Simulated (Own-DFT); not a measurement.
# Strain and stress in wurtzite AlN, 128 atoms (Al64N64)

These are calculations, not measurements. The program, named Own-DFT, is a retired in-house plane-wave density functional code that no person has reviewed. Each row is one single-point run on a periodic cell that was not relaxed, without spin or spin-orbit coupling.

Settings of every run: PBE; PseudoDojo norm-conserving scalar-relativistic files; cutoff 42 hartree; 3 x 3 x 3 k mesh centred on Gamma; Gaussian smearing of 0.01 eV.

Known limits: k mesh not checked against a denser one; stress not checked against mesh or cutoff.

Unstrained cell vectors in Å: (12.448, 0.000, 0.000); (-6.224, 10.780, 0.000); (0.000, 0.000, 9.964). The unstrained cell has measured lattice constants (interpolated for alloys), not those of this functional. That, the random moves and any unrelaxed bonds set the pressure at no strain. Each run strains this cell uniformly, with the atoms carried along. Every atom was also moved at random, by a Gaussian of width 0.05 Å on each axis. Strain is the symmetric tensor, in per cent. Stress is positive in tension, and the pressure is minus a third of its trace.

```
run  e_xx (%)  e_yy (%)  e_zz (%)  e_yz (%)  e_xz (%)  e_xy (%)  s_xx (GPa)  s_yy (GPa)  s_zz (GPa)  s_yz (GPa)  s_xz (GPa)  s_xy (GPa)  P (GPa)  E (meV/atom)
  1      1.87     -0.22      0.41     -1.24      1.66      1.63        2.39       -5.53       -2.97       -3.31        4.82        5.40     2.03          31.3
  2      1.01     -0.49      1.23     -0.02     -1.88      0.99       -2.22       -5.60        0.52       -0.41       -4.93        3.80     2.43          17.4
  3     -1.33     -1.72      1.76      1.27      0.30      0.71      -14.23      -14.22        1.00        3.43        0.85        2.82     9.15          35.4
  4      0.58      1.89      0.57      1.25     -0.01     -1.64       -2.80        3.98       -0.63        2.57       -0.16       -5.04    -0.18          20.5
  5      1.30      1.40      1.15      1.95      0.84      0.33        1.46        3.02        1.33        4.32        1.57        1.37    -1.94          15.5
  6     -1.03     -0.76     -1.50     -0.28      1.19      0.17      -13.37      -11.14      -13.45       -0.48        3.81        1.02    12.65          20.2
  7      0.35     -1.04     -0.23     -0.98     -1.15      0.73       -5.57       -9.84       -6.86       -1.75       -3.31        2.82     7.43          11.1
  8     -0.65      1.36     -0.66     -0.82      0.34     -1.41       -9.68       -1.44       -5.64       -1.48        0.78       -6.20     5.59          20.4
  9     -1.76      1.99      1.34      1.33     -0.21     -1.18      -12.10        1.90        1.11        2.97       -1.16       -4.83     3.03          32.3
 10      0.88      0.39      1.37     -0.35      0.10     -0.94       -0.85       -1.86        2.55       -0.53        0.38       -2.80     0.05           0.0
 11      0.36     -0.16      0.26      0.77     -0.66     -0.95       -3.75       -6.71       -3.37        2.12       -1.55       -3.93     4.61           6.8
 12      1.39      1.10      1.89      1.24     -1.55      1.43        2.12        1.64        3.87        3.20       -4.35        4.09    -2.54          17.2
 13     -0.74      0.32     -1.64      1.29     -1.37      1.07      -10.20       -6.51      -15.42        3.59       -2.72        3.26    10.71          45.8
 14      1.45     -0.23     -0.32     -0.51     -1.27     -1.69        0.12       -4.31       -7.91       -1.56       -3.53       -5.57     4.03          15.0
 15     -0.64     -0.53     -1.63     -0.64     -0.11     -1.64      -12.07      -10.37      -13.85       -2.80       -0.46       -5.77    12.10          40.5
 16     -0.27      0.97      1.85      1.55     -1.80      1.00           ?           ?           ?           ?           ?           ?        ?             ?
```

E is the free energy for each atom above the lowest run shown.

## Worked fit

Each stress component was fitted by least squares to a constant and the strains of the runs shown, as fractions, with shears doubled. Shear strains stay in the fit of a normal stress only where such slopes are resolved. The slopes, in GPa:

| stress | at no strain | per e_xx | per e_yy | per e_zz | scatter |
|---|---|---|---|---|---|
| s_xx | -6.7 | 486 ± 18 | 90 ± 18 | 57 ± 17 | 0.72 |
| s_yy | -5.9 | 122 ± 15 | 448 ± 15 | 65 ± 15 | 0.63 |
| s_zz | -5.5 | 32 ± 28 | 79 ± 28 | 480 ± 27 | 1.13 |

Each shear stress against twice its own strain: yz 116 ± 10, xz 134 ± 5, xy 164 ± 8 GPa. These are stiffnesses along x, y and z of the frame in which the cell vectors are given, which need not be the crystal's axes. The atoms are held to the strained lattice; where symmetry lets them move under strain, relaxing them would lower some slopes. The table should be nearly symmetric about its diagonal, and what it lacks of that shows the noise. A ninth of its sum, 207 ± 4 GPa, estimates the bulk modulus near the mean pressure of these runs, 4.6 GPa, so it lies above the value at zero pressure.

## Withheld run

Question: what normal stresses and pressure should run 16 give?

The fit gives s_xx = -6.1, s_yy = -0.7, s_zz = 4.1 and P = 0.9 GPa. The calculation gave -4.45, -1.08, 3.38 and P = 0.72 GPa.
